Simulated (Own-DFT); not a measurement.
# Which defects push the lattice out? rock-salt HfC

No measurement is shown. These are fixed-geometry runs of a retired plane-wave code named Own-DFT, which no person has reviewed; spin and spin-orbit coupling are neglected.

Common settings: PBE; PseudoDojo norm-conserving scalar-relativistic files; cutoff 42 hartree; 4 x 4 x 4 k mesh centred on Gamma; cold (Marzari-Vanderbilt) smearing of 0.2 eV.

Caveats: hafnium file: forces about 75 meV/angstrom off all-electron values; forces on such cells failed a check on a denser k mesh; stress not checked against mesh or cutoff.

All runs share one cell, with vectors in Å (3.784, -5.351, 6.554); (-3.784, 5.351, 6.554); (-7.568, -5.351, 0.000) and a volume of 796.2 Å³. The atoms are randomly displaced, by u rms on each axis. The defect's site can differ from row to row.

| cell | formula | u (Å) | P (GPa) |
|---|---|---|---|
| no defect | C32Hf32 | 0.0209 | 3.17 |
| no defect | C32Hf32 | 0.0529 | 5.17 |
| no defect | C32Hf32 | 0.0532 | 5.07 |
| one C vacancy | C31Hf32 | 0.0300 | 2.81 |
| one C vacancy | C31Hf32 | 0.0472 | 4.04 |
| one C vacancy | C31Hf32 | 0.0511 | 4.39 |
| one Hf vacancy | C32Hf31 | 0.0516 | ? |
| one Hf vacancy | C32Hf31 | 0.0517 | 4.13 |
| one Hf vacancy | C32Hf31 | 0.0535 | 4.12 |
| one Hf vacancy | C32Hf31 | 0.0538 | 3.83 |

## What the rows give

P = P0 + c u² + a shift for each defect gives P0 = 2.77 GPa, c = 841 ± 73 GPa/Å² and a scatter of 0.17 GPa. The shifts, and each times the cell's volume:

- one C vacancy: -0.63 ± 0.14 GPa, -3.1 eV
- one Hf vacancy: -1.11 ± 0.15 GPa, -5.5 eV

A positive shift means that the defect pushes the cell outwards. Shift times volume (160.2 GPa Å³ is 1 eV) depends little on the cell's size, so, taken for each site, it can be compared between cells at like pressure. The atoms around the defects weren't relaxed, which would change these numbers.

## Test on the hidden row

Asked: what pressure belongs in the blank (one Hf vacancy, u = 0.0516 Å)?

From the fit: 3.90 ± 0.20 GPa. The hidden result is 3.81 GPa.
